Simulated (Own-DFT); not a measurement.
## Calculated data, SiC (2H silicon carbide, strained, atoms displaced)

All values are calculated (Own-DFT development build). A calculation, not a measurement: plane-wave PBE density functional theory by an unreviewed code, no spin, of a simulated periodic cell, stress positive in tension, free energy of the whole cell less one offset for each atom, forces on such cells passed a denser k mesh, this cell's mesh not checked; offsets are fitted by least squares, one for each functional and potential file, so energies compare only between cells with the same atoms and settings and are not formation energies; the far tail of each file's local potential was reset to the Coulomb form; each entry is a single point on an unrelaxed cell, so the pressure reflects the starting lattice, mostly measured values (interpolated for alloys), from which strain is counted, and rises with the displacements; printed positions are rounded, which can move forces by about a meV/angstrom; the program, named Own-DFT, is a retired in-house code; no spin-orbit coupling.

Settings shared by all entries: functional PBE; potential files PseudoDojo norm-conserving, scalar-relativistic, standard set; wave cutoff 42 hartree; occupations Fermi-Dirac; smearing width 0.1 eV; hardware one NVIDIA H100; k mesh 4 x 4 x 3 centred on Gamma.

(1) SiC (2H silicon carbide, strained, atoms displaced)

```
SiC
1.0
      9.1694     0.0358    -0.0760
     -4.5537     7.9584     0.1791
     -0.0828     0.1773     9.9665
Si C Si C Si C Si C Si C Si C Si C Si C Si C Si C Si C Si C Si C Si C Si C Si C Si C Si C
2 2 2 2 2 2 2 2 2 2 2 2 2 2 2 2 2 2 2 2 2 2 2 2 2 2 2 2 2 2 2 2 2 2 2 2
Direct
  0.00216 0.99639 0.99582
  0.10617 0.21965 0.24948
  0.99560 0.98550 0.18883
  0.11076 0.21458 0.43124
  0.98584 0.98295 0.49727
  0.11255 0.22772 0.74757
  0.99630 0.99884 0.69755
  0.11482 0.23541 0.93798
  0.99488 0.33821 0.00305
  0.11446 0.56112 0.25160
  0.00805 0.33066 0.19401
  0.11656 0.55001 0.43671
  0.00264 0.33083 0.49592
  0.10833 0.56179 0.74845
  0.99882 0.34081 0.68369
  0.10873 0.54655 0.93603
  0.00219 0.66721 0.00849
  0.12433 0.90781 0.25399
  0.99700 0.66154 0.19427
  0.10142 0.88466 0.44387
  0.00501 0.67401 0.49960
  0.09870 0.89163 0.75989
  0.99152 0.65446 0.68715
  0.10474 0.88453 0.94159
  0.32783 0.00323 0.00022
  0.44314 0.22736 0.25289
  0.31831 0.99873 0.19643
  0.45017 0.22735 0.43185
  0.33914 0.00848 0.49748
  0.43837 0.21406 0.74802
  0.33950 0.99843 0.68698
  0.44685 0.23126 0.93727
  0.33748 0.31920 0.01053
  0.44689 0.55334 0.25653
  0.34099 0.34623 0.19079
  0.45376 0.56394 0.44069
  0.32999 0.33697 0.50576
  0.44704 0.55475 0.75681
  0.33646 0.33889 0.69108
  0.43981 0.54577 0.94457
  0.33219 0.67152 0.99195
  0.44677 0.88941 0.25347
  0.34625 0.66920 0.19023
  0.43364 0.88122 0.43597
  0.33420 0.66971 0.49831
  0.44688 0.88219 0.75291
  0.32280 0.65795 0.68071
  0.43963 0.88088 0.94624
  0.67288 0.00101 0.99982
  0.77806 0.22291 0.25008
  0.66787 0.00172 0.18514
  0.77993 0.23144 0.43806
  0.67346 0.99848 0.50200
  0.77486 0.22007 0.74601
  0.66343 0.99941 0.69493
  0.76855 0.22034 0.94538
  0.64810 0.31693 0.99022
  0.78285 0.55345 0.24352
  0.66694 0.33450 0.19121
  0.77571 0.56370 0.44393
  0.65963 0.32855 0.49162
  0.78004 0.55556 0.75462
  0.66788 0.33460 0.68586
  0.78576 0.55606 0.93459
  0.66792 0.67050 0.99813
  0.76829 0.88774 0.24247
  0.67229 0.66255 0.19282
  0.78122 0.89214 0.44555
  0.66450 0.66601 0.50226
  0.78894 0.88504 0.74971
  0.66879 0.66667 0.70014
  0.78100 0.89379 0.93308
```

| Item | Value |
| --- | --- |
| free energy of cell above offsets | -3.372 eV |
| pressure | 11.24 GPa |
| stress xx | -13.32 GPa |
| stress yy | -8.06 GPa |
| stress zz | -12.34 GPa |
| stress yz | 6.34 GPa |
| stress xz | -2.92 GPa |
| stress xy | 1.64 GPa |
| wall time | 343 s |

Force:
```
element  x (eV/Å)  y (eV/Å)  z (eV/Å)
     Si    -1.747     1.803     1.217
     Si     2.609    -1.175    -0.571
      C    -1.994      2.66    -0.897
      C    -0.306     0.025     2.454
     Si     2.139     3.469     1.724
     Si    -0.622     0.329     0.897
      C     0.765     2.115    -2.762
      C     0.792    -2.253     0.465
     Si     1.026    -1.778     0.463
     Si     1.882     -0.99    -0.141
      C    -3.312     1.606    -1.423
      C    -1.294     1.334     0.237
     Si    -0.417     0.013     0.319
     Si     1.267    -1.842     0.216
      C     0.605     -1.21     0.499
      C    -0.882     2.996     0.331
     Si     0.132    -1.655    -0.941
     Si    -3.684    -5.413     2.125
      C      1.23     2.067    -0.774
      C     2.205     2.243    -1.157
     Si    -0.067    -3.501     0.313
     Si     3.824    -1.974      -2.2
      C    -0.905      3.43     0.053
      C      1.29     0.671     0.133
     Si     1.015    -0.961     0.618
     Si     0.646    -0.149    -1.065
      C     5.593     2.887    -2.798
      C    -2.068    -0.579     1.807
     Si    -0.656    -1.467      0.64
     Si     0.978     1.322     -0.63
      C    -1.834    -0.313     0.804
      C    -1.219    -4.112    -1.367
     Si     -4.06     3.279    -0.978
     Si     0.679     1.384    -0.867
      C    -0.458    -2.829     0.467
      C    -1.542    -1.304     0.352
     Si     0.909    -0.257    -1.327
     Si    -0.853     0.082    -0.102
      C    -0.049    -1.146    -0.366
      C     0.195      1.33    -0.559
     Si     1.244    -4.132       2.8
     Si    -0.644    -0.519    -1.251
      C    -2.327     0.395    -0.767
      C     1.325     2.748     0.623
     Si     0.191    -1.652    -0.125
     Si    -1.104    -0.321    -0.315
      C     1.511     1.437     2.238
      C    -0.214     3.705    -1.679
     Si    -1.081    -0.744    -0.462
     Si     0.684     0.195    -0.028
      C    -1.149     0.655     0.653
      C     0.821    -2.008    -0.354
     Si    -2.382     0.899     0.539
     Si      0.25     0.534     0.813
      C     1.743    -0.581     -1.23
      C     1.422    -0.023    -1.854
     Si     3.497     4.357     2.922
     Si    -1.085    -0.042     2.538
      C    -0.538    -1.004    -1.597
      C      1.72    -1.312    -1.568
     Si     1.202     2.633     2.056
     Si    -0.033    -1.305    -1.367
      C    -1.273    -0.507     0.217
      C    -1.231     -0.43     2.151
     Si     0.384    -1.281     0.427
     Si     2.777    -1.208     1.785
      C    -1.824     1.028      -1.3
      C     -2.28    -1.679    -2.268
     Si     0.791     0.465      1.25
     Si    -4.041    -0.036     0.662
      C    -0.453     0.043    -2.043
      C     0.288    -0.447     1.327
```

(2) SiC (2H silicon carbide, strained, atoms displaced)

```
SiC
1.0
      9.3426     0.1402    -0.0011
     -4.5499     7.8146     0.0279
     -0.0012     0.0344    10.1766
Si C Si C Si C Si C Si C Si C Si C Si C Si C Si C Si C Si C Si C Si C Si C Si C Si C Si C
2 2 2 2 2 2 2 2 2 2 2 2 2 2 2 2 2 2 2 2 2 2 2 2 2 2 2 2 2 2 2 2 2 2 2 2
Direct
  0.99943 0.98962 0.99514
  0.11854 0.23144 0.25207
  0.99578 0.00584 0.19040
  0.11774 0.22158 0.44274
  0.00163 0.00847 0.49956
  0.11407 0.22210 0.75861
  0.99322 0.00135 0.69665
  0.11245 0.22769 0.94016
  0.99663 0.33437 0.00405
  0.11046 0.54693 0.24866
  0.99992 0.34270 0.18394
  0.11802 0.56474 0.44038
  0.98792 0.32767 0.49102
  0.10472 0.55173 0.74606
  0.00017 0.32546 0.68760
  0.11596 0.56508 0.92854
  0.99735 0.66106 0.99833
  0.11612 0.88848 0.24999
  0.99968 0.66166 0.18042
  0.10284 0.88502 0.42834
  0.00397 0.66483 0.49917
  0.11618 0.89132 0.75381
  0.00732 0.66820 0.69158
  0.10150 0.87051 0.93857
  0.32316 0.98500 0.99818
  0.45341 0.22847 0.25003
  0.32829 0.99220 0.18757
  0.42981 0.20957 0.42801
  0.33023 0.00629 0.49959
  0.43627 0.22396 0.74022
  0.31957 0.99294 0.68205
  0.45244 0.21854 0.93805
  0.32847 0.34075 0.00546
  0.44046 0.54916 0.25558
  0.34219 0.33377 0.19595
  0.44832 0.55434 0.43407
  0.32517 0.33069 0.49765
  0.44573 0.55297 0.74840
  0.32025 0.32317 0.69320
  0.44293 0.54632 0.93439
  0.32725 0.66391 0.99437
  0.45539 0.89868 0.24263
  0.33575 0.66550 0.19167
  0.45008 0.89125 0.43640
  0.33437 0.65198 0.49871
  0.44145 0.88478 0.76221
  0.33537 0.66187 0.67823
  0.45354 0.89995 0.93476
  0.67886 0.01312 0.99125
  0.78887 0.22262 0.24667
  0.66407 0.99073 0.19634
  0.77132 0.22231 0.43258
  0.66034 0.99812 0.50235
  0.78448 0.22933 0.75073
  0.66996 0.00823 0.68780
  0.79068 0.22246 0.94726
  0.67140 0.33773 0.99953
  0.78567 0.55302 0.24966
  0.66803 0.33475 0.18313
  0.76560 0.54784 0.43045
  0.66617 0.33623 0.48922
  0.78965 0.56096 0.75248
  0.66196 0.33817 0.68113
  0.77507 0.55729 0.93443
  0.67165 0.66623 0.99768
  0.77151 0.87943 0.24766
  0.66782 0.67598 0.18849
  0.78090 0.89162 0.44041
  0.67016 0.67032 0.50674
  0.77628 0.88632 0.75126
  0.65808 0.67006 0.68791
  0.77496 0.88991 0.93414
```

| Item | Value |
| --- | --- |
| free energy of cell above offsets | -4.539 eV |
| pressure | 4.39 GPa |
| stress xx | 0.11 GPa |
| stress yy | -12.02 GPa |
| stress zz | -1.27 GPa |
| stress yz | 1.38 GPa |
| stress xz | 0.62 GPa |
| stress xy | 5.54 GPa |
| wall time | 347.4 s |

Force:
```
element  x (eV/Å)  y (eV/Å)  z (eV/Å)
     Si    -1.429     1.662     1.472
     Si     0.162    -1.522    -0.274
      C      1.22    -0.751    -0.939
      C    -2.785     1.349    -1.939
     Si     0.112    -2.803      0.83
     Si    -1.468    -0.391    -0.701
      C     1.676    -0.678    -1.107
      C     0.329    -0.917     0.941
     Si     2.086     1.166    -1.285
     Si    -0.154     4.013     0.871
      C     1.618    -2.281     0.706
      C     0.319    -2.558    -1.304
     Si     1.335     0.872      1.95
     Si     2.688    -0.366     -0.51
      C    -1.077     1.019    -0.551
      C    -0.177    -1.768     1.196
     Si    -0.346    -1.391     0.367
     Si    -1.562    -0.186    -1.008
      C     0.208      0.32     1.281
      C     0.589     0.567     2.463
     Si    -1.694     0.629     0.151
     Si    -1.692    -0.465    -0.754
      C     -1.84     0.243    -1.511
      C     0.542     3.105    -0.767
     Si     0.215     2.445     0.699
     Si      0.06    -2.163    -1.115
      C     0.512     1.415    -0.896
      C     0.923     3.257     1.583
     Si     0.889     -3.78    -0.749
     Si     2.369    -1.031     2.142
      C     1.749      1.16     1.177
      C    -1.986    -0.089    -0.382
     Si     2.326      -2.4    -0.102
     Si     1.002     2.164    -1.432
      C    -2.085    -0.107    -1.712
      C     0.534     -0.57     1.487
     Si     1.996     0.425     1.013
     Si    -1.049    -0.638     0.295
      C      0.53     1.896    -2.116
      C    -0.348     2.678     0.139
     Si     1.899     0.583     1.087
     Si    -1.596    -2.169     2.275
      C    -0.695    -0.421    -1.304
      C    -1.224    -0.715    -0.003
     Si    -1.179     3.243    -0.552
     Si     0.245     0.641    -4.838
      C    -0.797     0.091     2.606
      C     0.165    -1.671     1.983
     Si    -0.802    -3.869     2.693
     Si      -2.4    -1.035     0.213
      C     0.731     2.732     -2.94
      C     1.242    -0.024     -0.19
     Si     0.557    -0.056    -0.265
     Si    -0.686    -0.581    -0.382
      C    -0.599    -1.069     0.949
      C    -2.328     2.944    -2.461
     Si    -0.608    -1.467    -0.261
     Si    -1.757     1.105    -0.953
      C     0.876    -0.382     0.704
      C     1.582     2.262     1.044
     Si    -1.096    -1.728     1.664
     Si    -2.045    -0.581    -1.463
      C     0.837     -0.09     0.376
      C     1.851    -0.217     0.248
     Si    -2.389     0.317     1.044
     Si      1.13     2.944      1.94
      C     0.946    -4.324    -1.242
      C    -0.307     0.189    -0.159
     Si    -0.368    -0.229    -1.547
     Si    -1.023     1.218    -0.548
      C     2.315     -0.84     0.325
      C     1.225    -0.329     0.347
```

(3) SiC (2H silicon carbide, strained, atoms displaced)

```
SiC
1.0
      9.2313     0.1553     0.0350
     -4.4811     7.9040     0.1192
      0.0381     0.1718     9.9655
Si C Si C Si C Si C Si C Si C Si C Si C Si C Si C Si C Si C Si C Si C Si C Si C Si C Si C
2 2 2 2 2 2 2 2 2 2 2 2 2 2 2 2 2 2 2 2 2 2 2 2 2 2 2 2 2 2 2 2 2 2 2 2
Direct
  0.00871 0.00670 0.00052
  0.11476 0.22279 0.25077
  0.00462 0.99854 0.19285
  0.10590 0.22426 0.43692
  0.00409 0.99660 0.49793
  0.11438 0.22718 0.74760
  0.99608 0.99037 0.69000
  0.11035 0.21624 0.93086
  0.99958 0.33021 0.00506
  0.09492 0.54712 0.25228
  0.99907 0.33570 0.17975
  0.11041 0.56181 0.44118
  0.01367 0.33955 0.49945
  0.11656 0.55120 0.75388
  0.01259 0.34268 0.68958
  0.11580 0.54956 0.93352
  0.99480 0.66299 0.99782
  0.10823 0.89686 0.25954
  0.00537 0.67706 0.18512
  0.11244 0.89096 0.43954
  0.99555 0.66049 0.50567
  0.10549 0.88059 0.75117
  0.00115 0.67415 0.67898
  0.11321 0.89500 0.94500
  0.33515 0.99230 0.00337
  0.45144 0.22411 0.24389
  0.33400 0.00516 0.18030
  0.44076 0.21929 0.43888
  0.33306 0.00319 0.50757
  0.44448 0.20736 0.75438
  0.32013 0.99113 0.68809
  0.44134 0.21804 0.94301
  0.33877 0.33632 0.98764
  0.44938 0.55884 0.24606
  0.34120 0.34105 0.19023
  0.44218 0.55747 0.43486
  0.33744 0.32791 0.50078
  0.44481 0.54376 0.74780
  0.33260 0.33857 0.68876
  0.43751 0.54809 0.94673
  0.34602 0.67316 0.01237
  0.44069 0.88057 0.24577
  0.33297 0.66272 0.19480
  0.44382 0.88561 0.43663
  0.33141 0.66137 0.50967
  0.43304 0.88570 0.74775
  0.33397 0.67563 0.69183
  0.44075 0.88235 0.93944
  0.66803 0.99727 0.99685
  0.77072 0.22336 0.24961
  0.66311 0.99213 0.18221
  0.78062 0.22653 0.43924
  0.65632 0.99712 0.49487
  0.77297 0.22806 0.74800
  0.66040 0.99822 0.68741
  0.76992 0.21719 0.94049
  0.66551 0.34063 0.00218
  0.78689 0.55951 0.26423
  0.67642 0.34614 0.19369
  0.77847 0.54809 0.44021
  0.66880 0.33614 0.50029
  0.78193 0.54089 0.74823
  0.67178 0.34177 0.68804
  0.78655 0.55842 0.94587
  0.65265 0.65661 0.99992
  0.77561 0.88208 0.25501
  0.67367 0.67983 0.18984
  0.78887 0.88389 0.43890
  0.65607 0.65276 0.50758
  0.76331 0.87771 0.74942
  0.66893 0.67557 0.68055
  0.77472 0.88074 0.93394
```

| Property | Result |
| --- | --- |
| free energy of cell above offsets | -3.674 eV |
| pressure | 9.42 GPa |
| stress xx | -3.94 GPa |
| stress yy | -9.36 GPa |
| stress zz | -14.97 GPa |
| stress yz | 4.12 GPa |
| stress xz | 1.26 GPa |
| stress xy | 8.27 GPa |
| wall time | 360.6 s |

Force:
```
element  x (eV/Å)  y (eV/Å)  z (eV/Å)
     Si    -1.407    -1.936     0.506
     Si    -0.175     0.384    -0.702
      C    -2.608     1.668    -1.205
      C     2.825    -0.707     0.145
     Si    -1.854     0.596     1.458
     Si     0.006    -2.547    -0.154
      C    -1.054     1.662    -0.517
      C    -0.007     2.006     1.504
     Si    -0.271    -0.214    -3.352
     Si     1.858     1.653    -0.414
      C    -0.102    -0.917     3.433
      C     1.177    -0.835    -0.536
     Si    -2.846    -0.247     0.796
     Si     -0.94     1.521    -0.996
      C     -1.99    -1.312    -0.903
      C    -0.714     1.182     2.324
     Si     2.274     1.402     0.764
     Si     3.091    -1.315    -1.958
      C    -0.464    -0.851      1.47
      C     1.391    -0.668     0.793
     Si    -0.288     1.308    -2.415
     Si    -1.111     0.955     1.225
      C     0.765    -2.387     3.774
      C      1.54    -1.777    -1.724
     Si    -1.538     0.316    -0.978
     Si    -0.697    -0.069     0.753
      C     0.456     -0.62     3.073
      C     1.804     0.297    -0.197
     Si      0.35    -1.558    -2.554
     Si    -1.406     1.777    -0.263
      C     0.713     1.413     0.941
      C     1.592     0.318    -1.225
     Si     -1.87    -2.957     3.124
     Si     0.549    -0.128     1.184
      C     -0.38    -1.092    -1.226
      C     0.949    -1.078     1.159
     Si    -2.384     1.309    -0.666
     Si     -0.84     3.559     0.927
      C     1.684    -2.387    -0.368
      C     1.039     2.123    -2.606
     Si     -2.39    -2.007    -1.561
     Si    -0.424     1.393     0.805
      C    -1.507    -0.215    -0.351
      C     -0.94     0.085     0.245
     Si    -0.535     1.038    -2.053
     Si     2.137     0.634      1.18
      C     1.125    -2.556     0.021
      C     0.827     1.109    -0.734
     Si    -0.302     -0.72    -0.217
     Si     2.056    -1.234    -0.142
      C     -0.26     1.162     1.524
      C     0.469    -0.438    -0.018
     Si     2.457     0.132     0.618
     Si     3.016    -1.802     0.692
      C    -0.968     0.805    -0.165
      C     0.512     1.464    -0.545
     Si     1.081    -1.565      0.59
     Si    -1.012     0.916    -3.788
      C    -1.338    -0.595    -0.922
      C    -0.609     1.605     1.887
     Si    -0.124    -1.918    -0.351
     Si    -1.405     5.015     1.439
      C    -1.545    -2.992    -0.919
      C    -2.283    -0.873    -2.467
     Si      2.29     1.801     0.683
     Si      0.26     2.426    -0.355
      C     0.312     -3.41    -0.452
      C      -2.3    -0.361     0.479
     Si     0.453     1.917    -3.416
     Si      1.53     2.668    -0.111
      C     0.316     -3.77     3.131
      C    -0.017     0.435     0.881
```
